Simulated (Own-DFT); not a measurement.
Simulation results for GaN (wurtzite, strained, atoms displaced)

A calculation, not a measurement: plane-wave PBE density functional theory by an unreviewed code, no spin, of a simulated periodic cell, stress positive in tension, free energy of the whole cell less one offset for each atom, forces on such cells passed a denser k mesh, this cell's mesh not checked; offsets are fitted by least squares, one for each functional and potential file, so energies compare only between cells with the same atoms and settings and are not formation energies; the far tail of each file's local potential was reset to the Coulomb form; each entry is a single point on an unrelaxed cell, so the pressure reflects the starting lattice, mostly measured values (interpolated for alloys), from which strain is counted, and rises with the displacements; printed positions are rounded, which can move forces by about a meV/angstrom; the program, named Own-DFT, is a retired in-house code; no spin-orbit coupling. Program: Own-DFT development build.

Entry: GaN (wurtzite, strained, atoms displaced)

```
GaN
1.0
     12.7560     0.0000     0.0000
     -4.7835     8.2853     0.0000
      0.0000     0.0000    10.1626
Ga N Ga N Ga N Ga N Ga N Ga N Ga N Ga N Ga N Ga N Ga N Ga N Ga N Ga N Ga N Ga N Ga N Ga N Ga N Ga N Ga N Ga N Ga N Ga N
2 2 2 2 2 2 2 2 2 2 2 2 2 2 2 2 2 2 2 2 2 2 2 2 2 2 2 2 2 2 2 2 2 2 2 2 2 2 2 2 2 2 2 2 2 2 2 2
Direct
  0.08065 0.22184 0.00258
  0.17052 0.10783 0.24562
  0.08229 0.21765 0.18135
  0.16264 0.10616 0.44056
  0.08337 0.21824 0.50476
  0.16565 0.11423 0.74489
  0.08392 0.22599 0.69018
  0.16548 0.11167 0.93624
  0.07863 0.55824 0.99787
  0.16384 0.44289 0.25163
  0.08799 0.54956 0.18646
  0.16940 0.44494 0.43988
  0.08622 0.55764 0.50606
  0.16848 0.44712 0.75289
  0.07832 0.55234 0.68438
  0.16440 0.44268 0.93412
  0.07850 0.89114 0.00653
  0.16098 0.77648 0.24393
  0.08193 0.87502 0.18153
  0.17113 0.77612 0.44302
  0.07933 0.88433 0.49786
  0.16639 0.77743 0.75459
  0.08816 0.90063 0.68432
  0.16769 0.77068 0.93992
  0.33221 0.21883 0.00420
  0.41321 0.09653 0.25201
  0.33969 0.22960 0.17956
  0.41857 0.11593 0.43635
  0.33974 0.23994 0.50642
  0.41567 0.12022 0.75226
  0.33758 0.23302 0.68746
  0.42017 0.09967 0.93648
  0.33115 0.55178 0.99620
  0.41706 0.45856 0.25617
  0.33450 0.55761 0.18920
  0.41355 0.44380 0.43711
  0.33342 0.55401 0.49530
  0.41419 0.43028 0.74936
  0.33364 0.55076 0.68837
  0.42391 0.44596 0.93928
  0.33485 0.88855 0.99761
  0.41666 0.77489 0.24936
  0.33677 0.89192 0.19323
  0.41461 0.76673 0.43292
  0.33868 0.89204 0.50409
  0.40736 0.76619 0.74094
  0.33370 0.89048 0.68707
  0.42149 0.78143 0.94780
  0.58517 0.22429 0.00419
  0.67096 0.11128 0.24947
  0.58308 0.21591 0.18708
  0.65852 0.10793 0.43517
  0.58247 0.22195 0.50159
  0.66251 0.10499 0.75668
  0.58716 0.22364 0.69202
  0.66652 0.10249 0.94043
  0.58212 0.55539 0.01062
  0.66895 0.44603 0.24818
  0.57367 0.54512 0.19824
  0.66572 0.43823 0.43529
  0.58373 0.55608 0.50291
  0.66508 0.44062 0.76043
  0.58296 0.55988 0.69483
  0.66844 0.44636 0.93490
  0.57939 0.88943 0.99331
  0.67049 0.77490 0.25107
  0.57707 0.88871 0.18422
  0.65756 0.78118 0.44301
  0.58141 0.88273 0.49775
  0.66745 0.78198 0.75848
  0.58219 0.89143 0.68641
  0.66873 0.78282 0.94241
  0.83719 0.22598 0.00216
  0.91231 0.11071 0.24894
  0.83621 0.22259 0.19328
  0.91222 0.11342 0.44185
  0.82609 0.21876 0.50178
  0.92217 0.12212 0.73938
  0.82811 0.22305 0.68795
  0.91442 0.11586 0.94240
  0.83186 0.55835 0.00470
  0.91052 0.43747 0.25033
  0.83404 0.54809 0.17941
  0.92643 0.44241 0.43828
  0.84183 0.56197 0.49890
  0.91607 0.44621 0.74512
  0.82495 0.55349 0.69087
  0.92202 0.43519 0.93647
  0.83315 0.88588 0.99758
  0.91680 0.78007 0.25127
  0.84001 0.89048 0.19069
  0.91477 0.78470 0.44061
  0.83345 0.88790 0.50190
  0.91806 0.77179 0.74466
  0.83835 0.89339 0.68788
  0.91857 0.77336 0.93816
```

- functional: PBE
- potential files: PseudoDojo norm-conserving, scalar-relativistic, standard set with the stringent files for Ga
- wave cutoff: 96 hartree
- occupations: Gaussian
- smearing width: 0.01 eV
- k mesh: 3 x 4 x 3 centred on Gamma
- stress zz: ?
- stress yy: ?

Questions
1. What stress zz does the calculation give for GaN (wurtzite, strained, atoms displaced)?
2. GaN (wurtzite, strained, atoms displaced): stress yy?

## Answers
1. -18.25 GPa
2. -8.58 GPa

Further results for GaN (wurtzite, strained, atoms displaced):

- free energy of cell above offsets: -3.344 eV
- pressure: 11.25 GPa
- stress xx: -6.92 GPa
- stress yz: 0.12 GPa
- stress xz: -0.56 GPa
- stress xy: 0.01 GPa

Force:
```
element  x (eV/Å)  y (eV/Å)  z (eV/Å)
     Ga     0.028     0.207    -1.917
     Ga    -0.273      0.72     0.323
      N     0.124    -0.115     2.586
      N     0.817     0.599    -0.535
     Ga    -0.694      0.62     -1.55
     Ga     0.186     0.152     0.867
      N     0.645     0.478    -0.037
      N     0.288    -0.218     0.156
     Ga     1.674    -0.852     0.504
     Ga     1.178    -0.589    -0.155
      N    -2.195     0.735     0.078
      N    -0.482    -0.783     0.304
     Ga      0.89    -0.038    -2.103
     Ga    -0.337     0.003    -1.145
      N     0.689     0.722     2.113
      N     0.238       0.3     1.369
     Ga     1.138     0.094    -3.237
     Ga     2.997    -1.326     1.538
      N    -1.783     1.573     2.366
      N    -1.124     0.415    -0.949
     Ga     1.537     0.535    -0.144
     Ga    -0.215      0.28    -1.194
      N     0.145      -1.8     0.769
      N    -0.868     1.525     0.196
     Ga     0.436      0.14      -2.4
     Ga     -0.15     2.982    -0.344
      N    -0.266    -0.731     3.423
      N    -0.652    -0.144     1.378
     Ga     0.066    -2.918    -2.169
     Ga     1.488    -1.144    -0.553
      N    -0.473     -3.27     0.178
      N    -1.277     1.885     0.311
     Ga     0.327     0.273     0.279
     Ga    -0.276    -2.254    -1.231
      N    -0.905    -0.511    -0.501
      N      0.89     0.936     0.955
     Ga    -0.519    -0.099     0.799
     Ga    -0.056     4.489      1.55
      N    -0.178    -0.635    -0.224
      N    -1.087    -0.741    -0.017
     Ga     0.119    -0.833      0.86
     Ga    -0.429     0.417    -0.756
      N    -1.007    -2.137    -1.149
      N    -0.437     1.451     1.472
     Ga    -0.308    -0.099    -1.619
     Ga     1.152     1.587      1.53
      N     -0.37     0.159     1.161
      N    -1.732    -1.938    -2.222
     Ga     0.381    -0.678    -1.005
     Ga    -1.065    -0.794    -0.521
      N    -0.125     0.883     0.872
      N     0.993    -0.039     0.726
     Ga     0.023    -0.067    -0.012
     Ga       0.1     0.429    -0.946
      N    -1.051    -0.116    -0.034
      N    -0.173     2.142     0.566
     Ga     0.231     0.337    -1.215
     Ga     -0.41    -1.379     0.028
      N     2.168     1.735    -0.669
      N     0.314     1.596     0.712
     Ga     0.309     0.016     0.087
     Ga    -0.829     0.315    -3.083
      N     0.457     -0.57      -0.5
      N     -0.23    -0.024     3.504
     Ga     1.393    -0.064     1.501
     Ga    -1.506     0.536    -0.225
      N     2.113      0.02      0.65
      N     3.791    -1.561    -1.226
     Ga    -2.241     1.623     0.612
     Ga     0.063     -0.04    -1.629
      N    -0.064    -0.916     0.643
      N     0.137    -0.988     0.871
     Ga    -0.867    -1.038    -0.198
     Ga     1.671     0.195     0.679
      N    -0.763    -0.197    -0.739
      N      0.77    -0.464    -0.208
     Ga     -0.11     0.076     -0.53
     Ga     -1.27    -1.146     1.685
      N     0.404     -0.04      0.38
      N     1.203    -1.222     -1.08
     Ga     0.979    -0.811    -3.111
     Ga     1.708     0.988     0.108
      N    -0.702      1.01     3.243
      N    -2.102     0.275     0.149
     Ga    -0.782    -1.444    -0.034
     Ga    -0.532    -0.616     0.603
      N     1.541     0.188    -0.706
      N    -2.321     1.265    -0.356
     Ga     0.116     1.033    -0.289
     Ga     0.766    -0.808    -0.292
      N    -1.149    -0.523    -0.338
      N     0.929    -1.287    -0.717
     Ga    -1.768     0.787    -0.084
     Ga    -0.446     1.256     0.573
      N    -0.359    -0.306     0.892
      N    -0.651     0.334    -0.258
```
